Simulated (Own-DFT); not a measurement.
Simulation results for Si3N4 (beta silicon nitride, atoms displaced)

A calculation, not a measurement: plane-wave PBE density functional theory by an unreviewed code, no spin, of a simulated periodic cell, stress positive in tension, free energy of the whole cell less one offset for each atom, forces on such cells passed a denser k mesh, this cell's mesh not checked; offsets are fitted by least squares, one for each functional and potential file, so energies compare only between cells with the same atoms and settings and are not formation energies; the far tail of each file's local potential was reset to the Coulomb form; each entry is a single point on an unrelaxed cell, so the pressure reflects the starting lattice, mostly measured values (interpolated for alloys), from which strain is counted, and rises with the displacements; printed positions are rounded, which can move forces by about a meV/angstrom; the program, named Own-DFT, is a retired in-house code; no spin-orbit coupling. Program: Own-DFT development build.

```xyz
42
Lattice="7.6060 0.0000 0.0000 -3.8030 6.5870 0.0000 0.0000 0.0000 8.7270" Properties=species:S:1:pos:R:3 formula=Si3N4 functional=PBE potential_files=PseudoDojo_norm-conserving,scalar-relativistic,standard_set wave_cutoff=42 occupations=Fermi-Dirac smearing_width=0.1 k_mesh=3_x_3_x_3_centred_on_Gamma
Si    -1.7833     5.2034     0.6569
Si     0.1808     2.7121     0.7304
Si     1.5347     5.5018     0.6893
Si     5.3248     1.6404     2.1613
Si     3.5606     3.8419     2.2214
Si     2.2182     1.1392     2.0617
N      2.2903     0.2443     0.7132
N     -1.1806     2.1503     1.0540
N      2.6171     4.3196     0.7637
N      1.3807     6.4757     2.2248
N     -2.5395     4.5897     1.9925
N      0.9580     2.4668     2.1649
N      0.0843     4.5215     0.5792
N      3.9301     2.1281     2.2017
Si    -1.8595     4.8192     3.5950
Si     0.2070     2.5956     3.6721
Si     1.3121     5.5033     3.6906
Si     5.4346     1.5338     5.0494
Si     3.4947     3.8526     5.0098
Si     2.5334     1.0772     5.1391
N      2.2199     0.1151     3.7043
N      6.2707     2.1427     3.5889
N      2.9768     4.2928     3.7279
N      1.4310     6.5200     5.0654
N     -2.4519     4.6174     5.1004
N      1.1482     2.3181     5.1544
N      0.0165     4.5060     3.6596
N      3.7418     1.9979     4.7737
Si    -1.3997     4.8502     6.4823
Si     0.1328     2.6877     6.5699
Si     1.5254     5.4989     6.5822
Si     5.4185     1.4041     7.9192
Si     3.5566     4.0425     8.0396
Si     2.4961     1.1573     8.0639
N      2.5293     0.3858     6.5678
N      6.3395     1.8534     6.7016
N      2.9044     4.3452     6.5973
N      1.2793     6.3172     7.9954
N     -2.3257     4.5883     8.0178
N      1.0115     2.3061     8.0195
N      0.1659     4.2803     6.3601
N      3.8987     2.1325     8.0649
```

Units: wave_cutoff in hartree; smearing_width in eV.

Questions
1. What stress yy does the calculation give for Si3N4 (beta silicon nitride, atoms displaced)?
2. Give the missing stress zz for Si3N4 (beta silicon nitride, atoms displaced).
3. Give the table of force values for Si3N4 (beta silicon nitride, atoms displaced).

## Answers
1. -10.83 GPa
2. -20.18 GPa
3. 
Force:
| element | x (eV/Å) | y (eV/Å) | z (eV/Å) |
| --- | --- | --- | --- |
| Si | 6.998 | -2.368 | 1.79 |
| Si | 5.378 | 6.761 | -2.783 |
| Si | -6.553 | -0.012 | 4.309 |
| Si | 9.062 | -4.592 | 1.072 |
| Si | -0.872 | -1.548 | -1.987 |
| Si | 1.61 | 2.104 | 7.034 |
| N | -0.481 | 0.109 | -0.693 |
| N | -8.632 | -4.889 | -3.858 |
| N | 5.341 | -1.665 | -0.251 |
| N | 1.588 | -0.972 | -0.967 |
| N | -0.45 | 0.068 | 3.013 |
| N | 5.283 | -3.785 | 1.437 |
| N | -2.804 | -0.046 | 0.793 |
| N | -12.66 | 4.151 | -0.972 |
| Si | 6.329 | 4.736 | -2.147 |
| Si | 3.888 | 4.516 | 1.312 |
| Si | 0.619 | 0.136 | -2.365 |
| Si | -0.574 | 3.558 | -0.646 |
| Si | 5.676 | -5.632 | 11.23 |
| Si | -6.257 | -0.77 | -3.258 |
| N | -0.852 | -0.04 | -2.91 |
| N | -3.958 | -1.828 | 2.626 |
| N | -7.53 | 6.255 | -10.46 |
| N | 1.164 | -5.135 | 2.314 |
| N | -1.568 | -2.481 | 2.97 |
| N | -0.949 | -1.704 | -0.837 |
| N | -2.832 | -3.481 | -0.126 |
| N | 6.531 | 6.434 | 1.656 |
| Si | -2.375 | 3.967 | 0.801 |
| Si | 6.264 | -2.936 | 0.037 |
| Si | -1.239 | -3.038 | -3.368 |
| Si | -1.701 | 1.795 | 5.319 |
| Si | 3.247 | -4.212 | 2.094 |
| Si | -1.949 | 2.797 | -2.856 |
| N | -0.311 | -6.147 | 2.991 |
| N | -1.411 | 0.331 | -5.184 |
| N | -2.844 | 2.443 | -2.948 |
| N | 2.011 | 2.606 | -0.686 |
| N | -2.943 | -1.086 | -4.34 |
| N | 1.87 | -2.354 | 0.091 |
| N | -0.681 | 5.264 | 0.728 |
| N | -0.437 | 2.691 | 0.025 |

Further results for Si3N4 (beta silicon nitride, atoms displaced):

| Quantity | Value |
| --- | --- |
| free energy of cell above offsets | 10.590 eV |
| pressure | 15.47 GPa |
| stress xx | -15.41 GPa |
| stress yz | 4.02 GPa |
| stress xz | 1.09 GPa |
| stress xy | -3.05 GPa |
